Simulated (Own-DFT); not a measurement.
# What a defect does to the pressure of its cell: D0_22 TiAl3

Source: density functional calculations with Own-DFT, an unreviewed in-house program that is no longer used. Nothing was measured or relaxed, and spin and spin-orbit coupling are left out.

Method: PBE; PseudoDojo norm-conserving scalar-relativistic files; cutoff 42 hartree; 4 x 4 x 4 k mesh centred on Gamma; cold (Marzari-Vanderbilt) smearing of 0.2 eV.

Caveats: forces on such cells failed a check on a denser k mesh; stress not checked against mesh or cutoff.

All runs share one cell, with vectors in Å (-2.365, -6.981, 4.326); (-7.667, 3.491, 1.442); (-2.950, -3.488, -7.241) and a volume of 625.4 Å³. Atoms were moved at random from their sites; u is the rms move along one axis. The defect's site can differ from row to row.

```
cell,formula,u (Å),P (GPa)
no defect,Al30Ti10,0.0193,1.98
no defect,Al30Ti10,0.0466,2.62
no defect,Al30Ti10,0.0530,2.59
two Ti on an Al site each,Al28Ti12,0.0281,3.31
two Ti on an Al site each,Al28Ti12,0.0299,?
two Ti on an Al site each,Al28Ti12,0.0469,3.67
two Ti on an Al site each,Al28Ti12,0.0508,3.97
two Al vacancies,Al28Ti10,0.0271,1.20
two Al vacancies,Al28Ti10,0.0487,1.55
two Al vacancies,Al28Ti10,0.0515,1.71
two Al on a Ti site each,Al32Ti8,0.0302,2.91
two Al on a Ti site each,Al32Ti8,0.0444,3.24
two Al on a Ti site each,Al32Ti8,0.0502,3.35
```

## Worked fit

P = P0 + c u² + a shift for each defect gives P0 = 1.89 GPa, c = 283 ± 30 GPa/Å² and a scatter of 0.09 GPa. The shifts, and each times the cell's volume:

- two Ti on an Al site each: 1.23 ± 0.07 GPa, 4.8 eV (2.4 eV for each of its 2 sites)
- two Al on a Ti site each: 0.76 ± 0.07 GPa, 3.0 eV (1.5 eV for each of its 2 sites)
- two Al vacancies: -0.95 ± 0.07 GPa, -3.7 eV (-1.9 eV for each of its 2 sites)

Against the defect-free cell, a freed cell would be larger where the shift is positive and smaller where it is negative (160.2 GPa Å³ is 1 eV). The atoms around the defects weren't relaxed, which would change these numbers.

## Check

Q: what pressure belongs in the blank (two Ti on an Al site each, u = 0.0299 Å)?

Estimate: 3.38 ± 0.10 GPa. The run itself gave 3.19 GPa.
